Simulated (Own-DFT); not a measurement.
Simulation results for GaN (wurtzite, strained, atoms displaced)

A calculation, not a measurement: plane-wave PBE density functional theory by an unreviewed code, no spin, of a simulated periodic cell, stress positive in tension, free energy of the whole cell less one offset for each atom, forces on such cells passed a denser k mesh, this cell's mesh not checked; offsets are fitted by least squares, one for each functional and potential file, so energies compare only between cells with the same atoms and settings and are not formation energies; the far tail of each file's local potential was reset to the Coulomb form; each entry is a single point on an unrelaxed cell, so the pressure reflects the starting lattice, mostly measured values (interpolated for alloys), from which strain is counted, and rises with the displacements; printed positions are rounded, which can move forces by about a meV/angstrom; the program, named Own-DFT, is a retired in-house code; no spin-orbit coupling. Program: Own-DFT development build.

Common to all runs: functional PBE; potential files PseudoDojo norm-conserving, scalar-relativistic, standard set with the stringent files for Ga; wave cutoff 96 hartree; occupations Gaussian; smearing width 0.01 eV; k mesh 3 x 4 x 3 centred on Gamma.

(1) GaN (wurtzite, strained, atoms displaced)

```xyz
96
Lattice="12.6835 -0.0725 0.1753 -4.8034 8.2206 0.0862 0.1425 0.1901 10.2728" Properties=species:S:1:pos:R:3 GaN
Ga     0.1551     1.9686    10.2553
Ga     1.6507     0.9407     2.6432
N      0.0386     1.9409     1.9933
N      1.6935     0.9259     4.6497
Ga     0.0701     1.8905     5.2612
Ga     1.6461     1.1092     7.7142
N      0.0853     1.9745     7.1167
N      1.7228     1.0089     9.5832
Ga    -1.6000     4.5120     0.0958
Ga    -0.0099     3.6746     2.6437
N     -1.5181     4.5669     2.0038
N      0.0321     3.7488     4.5640
Ga    -1.5818     4.6158     5.1840
Ga     0.1396     3.7244     7.9087
N     -1.4773     4.7060     7.0100
N      0.1455     3.8719     9.6720
Ga    -3.1702     7.2576     0.1647
Ga    -1.6616     6.3707     2.7354
N     -3.2196     7.3721     1.9512
N     -1.5683     6.4501     4.6028
Ga    -3.1244     7.3083     5.2323
Ga    -1.5546     6.5685     7.8077
N     -3.1827     7.3488     7.2052
N     -1.4393     6.6115     9.7661
Ga     3.2654     2.0707    10.3495
Ga     4.7480     1.0073     2.6522
N      3.2398     1.8980     2.0002
N      4.7801     0.9772     4.5718
Ga     3.2459     1.8660     5.1731
Ga     4.9080     1.0663     7.7821
N      3.3011     1.8586     7.1656
N      4.9186     1.0831     9.7302
Ga     1.5161     4.5686     0.1811
Ga     3.2150     3.7191     2.6579
N      1.6075     4.5742     2.0492
N      3.2121     3.7387     4.6479
Ga     1.6187     4.6479     5.2496
Ga     3.3105     3.7740     7.7982
N      1.7102     4.7090     7.2114
N      3.2902     3.7189     9.7135
Ga     0.1494     7.4258    10.3418
Ga     1.6506     6.4173     2.7004
N     -0.0317     7.2942     2.0073
N      1.5816     6.4534     4.6370
Ga     0.0967     7.3849     5.2863
Ga     1.7088     6.5638     7.8608
N      0.0241     7.4165     7.2485
N      1.7723     6.5381     9.7891
Ga     6.3831     1.8456     0.1419
Ga     7.8966     0.9400     2.7157
N      6.3665     1.8514     2.1536
N      8.0717     0.9708     4.6199
Ga     6.4109     1.8352     5.3050
Ga     8.0611     1.0286     7.8082
N      6.3717     1.9067     7.1237
N      8.0873     1.0638     9.7187
Ga     4.9616     4.7683    10.3849
Ga     6.3238     3.6507     2.7423
N      4.7651     4.5247     2.1125
N      6.3673     3.6677     4.6041
Ga     4.8211     4.6745     5.2925
Ga     6.4703     3.7624     7.9065
N      4.8097     4.7040     7.1789
N      6.4466     3.7857     9.7683
Ga     3.1344     7.2151     0.2216
Ga     4.7261     6.4302     2.8205
N      3.1234     7.2755     2.0845
N      4.7268     6.3631     4.6683
Ga     3.1711     7.2394     5.3336
Ga     4.7954     6.3949     7.8656
N      3.2222     7.2831     7.2705
N      4.9432     6.5454     9.8385
Ga     9.5360     1.9624    10.3269
Ga    11.1800     0.9421     2.8104
N      9.5732     1.7232     2.0400
N     11.1247     0.9909     4.6505
Ga     9.5230     1.8706     5.2328
Ga    11.1879     0.9505     7.9451
N      9.6748     1.8956     7.2978
N     11.2731     1.0289     9.7957
Ga     8.0988     4.6154    10.4385
Ga     9.5221     3.6267     2.7808
N      8.0112     4.6002     2.1234
N      9.4580     3.5777     4.7187
Ga     8.0837     4.5773     5.3524
Ga     9.5576     3.7202     7.8851
N      8.0179     4.6156     7.3273
N      9.6253     3.7687     9.7969
Ga     6.4815     7.5516    10.4912
Ga     7.8517     6.3927     2.8103
N      6.2207     7.2592     2.0790
N      8.0465     6.4422     4.7664
Ga     6.3656     7.3125     5.3853
Ga     7.8911     6.3556     7.9629
N      6.3088     7.3793     7.2357
N      8.0303     6.4613     9.7871
```

It finds free energy of cell above offsets -2.070 eV; pressure 12.74 GPa; stress xx -11.03 GPa; stress yy -11.93 GPa; stress zz -15.26 GPa; stress yz 3.93 GPa; stress xz 2.9 GPa; stress xy -1.74 GPa.

Force:
| element | x (eV/Å) | y (eV/Å) | z (eV/Å) |
| --- | --- | --- | --- |
| Ga | 0.687 | 0.42 | 0.983 |
| Ga | -0.25 | 0.492 | 0.061 |
| N | 0.68 | -1.877 | -1.035 |
| N | -1.11 | 0.605 | -1.403 |
| Ga | -0.003 | 0.434 | -1.675 |
| Ga | 0.858 | -2.108 | -0.457 |
| N | -0.494 | -0.189 | 0.802 |
| N | -0.13 | 1.058 | 1.904 |
| Ga | -0.155 | 0.965 | -0.696 |
| Ga | 1.121 | 0.627 | 0.809 |
| N | -1.464 | 0.353 | 0.154 |
| N | 0.056 | -0.652 | 0.207 |
| Ga | 0.631 | -0.229 | -0.613 |
| Ga | -0.515 | 1.593 | -4.195 |
| N | -0.287 | -0.398 | 3.064 |
| N | -0.505 | -0.682 | 2.932 |
| Ga | -0.505 | -0.017 | -3.153 |
| Ga | 1.155 | 1.03 | -1.706 |
| N | -0.022 | -0.205 | 3.125 |
| N | 0.603 | -0.066 | 0.206 |
| Ga | 0.918 | 1.183 | 1.798 |
| Ga | -0.35 | -1.082 | 0.066 |
| N | -0.099 | 1.038 | -0.681 |
| N | -0.631 | -1.68 | -0.455 |
| Ga | 0.594 | -3.431 | 0.034 |
| Ga | 0.307 | -2.115 | -0.477 |
| N | -1.25 | -0.19 | 0.253 |
| N | 1.216 | -0.345 | 0.075 |
| Ga | -0.148 | 0.882 | 1.308 |
| Ga | -1.826 | -1.454 | 1.176 |
| N | -0.274 | 1.465 | -0.764 |
| N | 0.29 | 0.361 | 0.228 |
| Ga | 1.319 | -0.637 | -1.227 |
| Ga | -1.069 | -0.774 | 0.973 |
| N | -0.08 | 0.22 | 0.548 |
| N | 0.058 | -0.151 | -0.501 |
| Ga | -0.243 | -0.805 | 0.599 |
| Ga | -1.272 | -1.116 | -0.154 |
| N | -0.449 | -0.44 | -0.184 |
| N | 0.17 | 3.864 | 0.042 |
| Ga | 0.002 | 1.195 | 0.928 |
| Ga | -2.902 | -0.483 | 0.022 |
| N | 0.203 | 0.329 | 1.286 |
| N | 0.693 | 0.049 | -0.311 |
| Ga | -1.67 | -0.08 | 0.295 |
| Ga | -2.785 | -1.77 | 0.531 |
| N | 1.463 | 0.42 | -0.552 |
| N | -0.679 | -0.043 | -0.238 |
| Ga | -1.218 | -1.883 | 0.403 |
| Ga | 1.408 | -0.69 | -0.406 |
| N | 0.185 | 0.079 | -1.791 |
| N | -2.38 | -1.895 | 0.404 |
| Ga | -0.112 | 0.467 | -2.368 |
| Ga | -0.669 | -0.927 | -0.622 |
| N | 2.637 | 1.109 | 1.637 |
| N | -1.642 | -1.026 | 0.179 |
| Ga | -1.548 | -0.925 | 1.166 |
| Ga | 0.92 | 0.695 | -0.386 |
| N | 0.899 | 1.609 | -1.115 |
| N | 0.688 | 0.696 | 1.927 |
| Ga | 0.067 | -2.965 | -0.364 |
| Ga | -1.612 | -0.871 | -1.616 |
| N | 1.727 | -1.609 | 0.499 |
| N | 0.887 | 0.336 | 0.623 |
| Ga | 0.971 | 0.567 | -1.063 |
| Ga | -0.45 | -0.878 | -1.801 |
| N | 1.515 | 1.302 | 0.873 |
| N | 0.995 | 2.33 | 0.44 |
| Ga | 0.225 | 1.591 | 0.03 |
| Ga | 0.185 | 1.766 | 1.23 |
| N | 1.664 | 2.741 | -0.997 |
| N | -0.925 | 0.699 | -0.728 |
| Ga | 2.689 | -0.227 | 1.859 |
| Ga | -0.733 | -0.771 | -1.99 |
| N | -0.756 | 1.156 | 0.177 |
| N | 0.776 | -0.956 | 1.525 |
| Ga | 1.614 | -1.73 | 2.203 |
| Ga | 0.431 | -0.19 | -1.602 |
| N | -0.911 | 0.103 | -1.285 |
| N | -0.895 | 1.829 | 0.256 |
| Ga | -0.928 | 1.854 | 0.745 |
| Ga | 0.076 | -0.896 | -0.775 |
| N | -0.933 | -0.793 | -0.188 |
| N | 1.976 | 2.173 | -1.102 |
| Ga | -2.859 | 0.591 | 0.075 |
| Ga | 2.221 | 0.315 | -0.356 |
| N | -0.34 | -0.536 | -1.674 |
| N | 0.923 | 0.023 | 0.187 |
| Ga | 0.297 | -2.954 | -0.186 |
| Ga | 0.192 | 0.234 | -0.497 |
| N | 1.856 | 0.96 | 1.916 |
| N | -2.482 | -1.068 | -0.958 |
| Ga | 0.015 | 0.539 | -1.177 |
| Ga | 0.687 | 2.278 | -0.986 |
| N | 0.914 | -0.218 | 1.277 |
| N | -0.101 | 0.402 | 2.467 |

(2) GaN (wurtzite, strained, atoms displaced)

```xyz
96
Lattice="12.9717 0.0873 0.0708 -4.8077 8.1768 -0.1834 0.0575 -0.1963 10.5428" Properties=species:S:1:pos:R:3 GaN
Ga     0.0578     1.7166    10.4944
Ga     1.5439     0.8162     2.6197
N     -0.0181     1.7433     1.9866
N      1.6290     0.8560     4.5979
Ga     0.0963     1.6752     5.3088
Ga     1.6706     0.7543     7.8719
N      0.0311     1.5493     7.2956
N      1.6577     0.6859     9.9673
Ga    -1.5374     4.4108    10.4112
Ga    -0.0124     3.5801     2.6592
N     -1.5867     4.5374     1.8747
N      0.0341     3.5511     4.5223
Ga    -1.5321     4.5080     5.1381
Ga     0.0679     3.4720     7.7332
N     -1.5527     4.4939     7.1163
N     -0.0267     3.4635     9.7662
Ga    -3.1573     7.0030    10.3749
Ga    -1.6070     6.3529     2.4662
N     -3.1579     7.2089     1.8789
N     -1.4341     6.2556     4.5485
Ga    -3.1125     7.2306     5.1942
Ga    -1.5502     6.2411     7.8035
N     -3.1376     7.1683     7.1222
N     -1.6345     6.1522     9.7876
Ga     3.2920     1.9029     0.0053
Ga     4.8681     0.8420     2.5970
N      3.1606     1.8423     1.9358
N      4.9365     0.8731     4.5872
Ga     3.3375     1.8073     5.2795
Ga     4.9841     0.8113     7.9815
N      3.2861     1.6191     7.1735
N      4.8818     0.8184     9.9711
Ga     1.6185     4.5671    -0.0028
Ga     3.3140     3.6675     2.5837
N      1.6984     4.5321     1.9554
N      3.3289     3.5180     4.5027
Ga     1.6598     4.4759     5.1771
Ga     3.2886     3.5466     7.9141
N      1.6925     4.4541     7.1601
N      3.2709     3.5217     9.8302
Ga     0.0931     7.2936    -0.0761
Ga     1.6315     6.3341     2.4889
N     -0.0047     7.2606     1.8324
N      1.7696     6.3251     4.5864
Ga     0.1663     7.2602     5.1252
Ga     1.7495     6.2519     7.8910
N      0.1994     7.1708     7.0925
N      1.7425     6.1391     9.7735
Ga     6.4833     1.9065     0.0495
Ga     8.1744     0.9255     2.6703
N      6.5155     1.8737     2.0279
N      8.2055     0.8812     4.6483
Ga     6.5704     1.7713     5.2872
Ga     8.1615     0.8886     7.8671
N      6.4789     1.6927     7.3218
N      8.2721     0.7950     9.8611
Ga     4.9202     4.5542    -0.0343
Ga     6.4625     3.6892     2.6421
N      4.9289     4.7084     1.9286
N      6.4389     3.5706     4.6188
Ga     4.9589     4.4995     5.0944
Ga     6.5666     3.5508     7.8746
N      4.9809     4.4415     7.0763
N      6.5323     3.5368     9.9025
Ga     3.2089     7.3588    -0.0645
Ga     4.9350     6.3308     2.4917
N      3.3897     7.3240     1.9813
N      4.9834     6.3728     4.6282
Ga     3.1999     7.2289     5.0917
Ga     4.9580     6.2334     7.7764
N      3.2976     7.1762     7.1267
N      5.0022     6.2186     9.7252
Ga     9.8819     1.7269    10.5416
Ga    11.3878     0.8966     2.6866
N      9.7271     1.7677     2.0306
N     11.3509     0.8774     4.7319
Ga     9.7010     1.7825     5.3031
Ga    11.3726     0.7830     7.9657
N      9.8890     1.7903     7.3164
N     11.3189     0.8958     9.8558
Ga     8.2697     4.4582    10.3998
Ga     9.7952     3.6367     2.7098
N      8.2010     4.5581     1.9013
N      9.7782     3.5811     4.5754
Ga     8.0746     4.4907     5.2579
Ga     9.8284     3.5306     7.9469
N      8.2208     4.5212     7.2509
N      9.8785     3.5368     9.8389
Ga     6.5598     7.1665    10.4255
Ga     8.1492     6.3541     2.6255
N      6.5429     7.2665     1.8882
N      8.2025     6.4186     4.5492
Ga     6.4884     7.2613     5.2249
Ga     8.2002     6.2282     7.8580
N      6.6090     7.2101     7.0956
N      8.1382     6.1606     9.8771
```

The calculation gives: free energy of cell above offsets -4.023 eV; pressure 2.78 GPa; stress xx 0.58 GPa; stress yy -8.94 GPa; stress zz 0.03 GPa; stress yz -4.03 GPa; stress xz 1.13 GPa; stress xy 2.32 GPa.

Force:
| element | x (eV/Å) | y (eV/Å) | z (eV/Å) |
| --- | --- | --- | --- |
| Ga | -0.148 | -1.55 | 0.218 |
| Ga | 0.923 | 1.179 | 0.255 |
| N | -0.142 | 0.66 | -0.78 |
| N | 1.324 | -0.227 | 0.173 |
| Ga | -1.702 | 0.107 | -0.358 |
| Ga | 0.374 | 0.785 | 1.603 |
| N | 0.271 | 1.579 | -0.947 |
| N | 0.23 | 0.797 | -0.974 |
| Ga | -0.197 | -1.183 | 0.998 |
| Ga | 0.199 | 0.128 | -1.667 |
| N | 0.271 | -0.905 | 0.131 |
| N | 0.632 | -0.199 | 1.564 |
| Ga | -0.876 | -1.25 | 0.853 |
| Ga | -0.37 | 0.365 | 0.722 |
| N | 0.082 | -1.749 | 0.15 |
| N | 1.797 | 0.764 | 0.023 |
| Ga | -1.283 | 1.361 | 1.038 |
| Ga | 0.355 | -0.541 | 1.484 |
| N | -1.153 | -0.378 | -0.981 |
| N | -0.733 | 1.945 | -1.248 |
| Ga | -0.132 | -0.759 | -1.093 |
| Ga | 0.861 | 0.898 | -0.341 |
| N | -0.289 | -1.657 | 0.226 |
| N | 2.363 | 1.083 | -0.838 |
| Ga | -2.079 | -0.553 | 0.198 |
| Ga | -0.308 | 2.417 | 0.737 |
| N | 1.116 | -0.501 | 0.546 |
| N | 0.163 | 0.038 | 0.039 |
| Ga | -0.451 | -1.296 | -0.736 |
| Ga | -1.75 | -0.783 | -0.164 |
| N | 0.439 | 1.018 | 1.511 |
| N | 1.472 | -1.186 | -0.556 |
| Ga | -0.555 | -0.773 | -0.534 |
| Ga | -0.112 | -0.624 | -0.123 |
| N | -0.924 | -0.357 | -0.428 |
| N | -0.359 | 1.742 | 0.435 |
| Ga | 0.613 | -0.321 | 0.156 |
| Ga | 0.527 | -0.365 | -1.628 |
| N | 0.026 | -0.895 | 0.047 |
| N | 0.668 | -0.126 | 0.629 |
| Ga | -1.181 | 0.123 | -1.368 |
| Ga | 0.843 | 0.927 | 1.149 |
| N | 0.998 | -1.13 | -0.017 |
| N | -2.51 | -1.454 | -2.424 |
| Ga | -0.841 | -0.488 | 0.576 |
| Ga | -0.193 | 0.429 | -1.868 |
| N | -1.023 | -0.18 | 1.119 |
| N | -0.58 | 1.08 | 1.477 |
| Ga | 1.111 | -0.22 | -0.309 |
| Ga | -0.693 | 1.17 | 0.387 |
| N | -0.442 | -1.008 | -0.322 |
| N | -1.634 | 0.012 | 0.113 |
| Ga | -0.766 | -0.591 | -0.033 |
| Ga | 0.68 | -1.023 | 0.878 |
| N | 1.611 | 1.124 | -1.283 |
| N | -1.622 | 0.218 | 0.79 |
| Ga | -0.864 | 1.57 | -0.522 |
| Ga | 1.476 | 0.168 | -0.696 |
| N | -0.545 | -5.302 | -1.055 |
| N | 2.483 | -0.275 | -0.847 |
| Ga | -2.187 | 1.028 | 1.63 |
| Ga | -0.479 | 0.521 | 0.259 |
| N | -0.603 | -0.735 | 1.142 |
| N | 1.215 | -0.711 | -0.907 |
| Ga | 1.955 | -0.012 | -0.583 |
| Ga | 0.654 | 4.478 | 2.555 |
| N | -2.112 | -1.437 | -1.631 |
| N | -1.777 | -0.827 | -1.896 |
| Ga | 3.674 | 0.634 | 1.71 |
| Ga | -0.139 | 0.825 | -0.353 |
| N | 0.559 | 0.182 | -0.082 |
| N | -0.996 | -0.059 | 1.073 |
| Ga | -2.332 | 0.359 | 1.327 |
| Ga | -0.714 | 0.259 | 0.939 |
| N | 1.193 | 1.099 | -0.746 |
| N | 0.53 | 0.854 | -0.657 |
| Ga | 2.082 | 0.299 | 0.476 |
| Ga | 0.344 | 0.366 | -0.21 |
| N | -1.872 | -0.911 | -1.268 |
| N | 2.89 | -1.945 | 0.976 |
| Ga | -0.776 | -2.615 | 2.191 |
| Ga | -0.51 | 0.16 | -1.906 |
| N | -0.589 | -0.516 | 0.451 |
| N | -0.324 | 0.916 | 1.547 |
| Ga | 1.252 | 0.972 | -0.494 |
| Ga | 0.56 | 1.526 | -1.07 |
| N | -0.401 | -2.689 | -0.704 |
| N | -0.702 | 0.246 | 0.651 |
| Ga | -0.214 | 0.183 | 0.185 |
| Ga | 0.331 | 0.196 | -0.614 |
| N | 0.272 | -0.153 | -0.466 |
| N | -0.179 | -0.953 | 0.87 |
| Ga | 1.607 | 0.27 | -0.836 |
| Ga | -0.154 | 2.609 | 0.192 |
| N | -0.157 | -1.286 | 1.744 |
| N | 0.655 | 3.03 | -1.581 |
